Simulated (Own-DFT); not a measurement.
# Strain and stress in zincblende InP, 96 atoms (In48P48)

All numbers below are calculated, not measured. The program, named Own-DFT, is a retired in-house plane-wave density functional code that no person has reviewed. Each row is one single-point run on a periodic cell that was not relaxed, without spin or spin-orbit coupling.

Settings of every run: PBE; PseudoDojo norm-conserving scalar-relativistic files; cutoff 36 hartree; 2 x 3 x 3 k mesh centred on Gamma; Fermi-Dirac smearing of 0.1 eV.

Known limits: forces not confirmed at this smearing and k mesh; stress not checked against mesh or cutoff.

Unstrained cell vectors in Å: (17.606, 0.000, 0.000); (0.000, 11.737, 0.000); (0.000, 0.000, 11.737). The unstrained cell has measured lattice constants (interpolated for alloys), not those of this functional. That, the random moves and any unrelaxed bonds set the pressure at no strain. Each run strains this cell uniformly, with the atoms carried along. Every atom was also moved at random, by a Gaussian of width 0.05 Å on each axis. Strain is the symmetric tensor, in per cent. Stress is positive in tension, and the pressure is minus a third of its trace.

```
run,e_xx (%),e_yy (%),e_zz (%),e_yz (%),e_xz (%),e_xy (%),s_xx (GPa),s_yy (GPa),s_zz (GPa),s_yz (GPa),s_xz (GPa),s_xy (GPa),P (GPa),E (meV/atom)
1,1.23,-0.55,-0.89,-1.72,1.08,0.27,-3.33,-4.03,-4.12,-2.02,1.60,0.42,3.83,9.2
2,1.53,-1.83,0.78,1.35,1.25,1.43,-3.06,-4.27,-3.28,1.59,1.64,2.48,3.54,18.2
3,0.82,0.65,-1.43,-1.03,0.61,-0.91,-3.32,-3.52,-4.22,-1.99,1.01,-0.92,3.69,11.1
4,-0.84,-0.01,-0.16,-0.62,-0.03,-0.56,-4.54,-4.27,-4.32,-0.73,-0.61,-0.50,4.38,12.2
5,-1.81,0.70,-1.01,-0.68,-0.92,-1.79,-6.02,-4.86,-5.69,-0.96,-1.97,-2.12,5.52,36.7
6,0.87,-1.94,-1.70,1.84,-0.74,-0.49,-5.41,-6.37,-6.31,2.68,-1.54,-1.03,6.03,38.5
7,-0.38,-0.25,-1.14,1.12,-0.98,1.82,-5.13,-5.19,-5.36,1.69,-0.70,3.57,5.23,27.3
8,0.22,0.60,-0.92,0.98,1.19,1.19,-3.66,-3.70,-4.22,1.52,1.92,1.32,3.86,15.7
9,-1.59,0.56,-1.99,1.50,0.38,-0.44,-6.31,-5.55,-6.40,2.10,0.72,-0.88,6.09,31.2
10,-1.96,1.84,-1.71,-1.01,0.46,-0.18,-5.63,-4.07,-5.49,-1.23,0.99,-0.35,5.06,21.0
11,-0.03,-1.77,-0.85,1.94,0.37,-0.25,-5.40,-6.10,-5.78,2.26,0.57,0.29,5.76,28.1
12,1.54,-0.59,-0.08,1.72,0.60,0.34,-2.45,-3.38,-3.20,2.82,0.64,0.17,3.01,0.0
13,-0.60,-0.57,-0.71,0.68,0.33,-0.37,-5.01,-4.97,-5.14,0.80,-0.08,-0.41,5.04,16.4
14,-0.32,1.25,-1.10,-1.84,0.72,-0.66,-4.00,-3.40,-4.24,-2.47,0.55,-0.56,3.88,17.2
15,-1.32,-1.32,-0.99,0.34,-0.24,-0.97,-6.69,-6.63,-6.50,0.12,-0.84,-1.79,6.61,36.1
16,0.23,1.19,-1.69,-1.84,0.41,0.67,?,?,?,?,?,?,?,?
```

E is the free energy for each atom above the lowest run shown.

## Worked fit

Each stress component was fitted by least squares to a constant and the strains of the runs shown, as fractions, with shears doubled. Shear strains stay in the fit of a normal stress only where such slopes are resolved. The slopes, in GPa:

| stress | at no strain | per e_xx | per e_yy | per e_zz | scatter |
|---|---|---|---|---|---|
| s_xx | -3.7 | 105 ± 4 | 70 ± 4 | 68 ± 6 | 0.14 |
| s_yy | -3.7 | 61 ± 3 | 104 ± 3 | 69 ± 5 | 0.12 |
| s_zz | -3.7 | 65 ± 3 | 68 ± 3 | 102 ± 5 | 0.10 |

Each shear stress against twice its own strain: yz 69 ± 5, xz 74 ± 6, xy 80 ± 8 GPa. These are stiffnesses along x, y and z of the frame in which the cell vectors are given, which need not be the crystal's axes. The atoms are held to the strained lattice; where symmetry lets them move under strain, relaxing them would lower some slopes. The table should be nearly symmetric about its diagonal, and what it lacks of that shows the noise. A ninth of its sum, 79 ± 2 GPa, estimates the bulk modulus near the mean pressure of these runs, 4.8 GPa, so it lies above the value at zero pressure.

## Withheld run

Question: what normal stresses and pressure should run 16 give?

The fit gives s_xx = -3.8, s_yy = -3.5, s_zz = -4.5 and P = 3.9 GPa. The calculation gave -3.87, -3.54, -4.57 and P = 4.00 GPa.
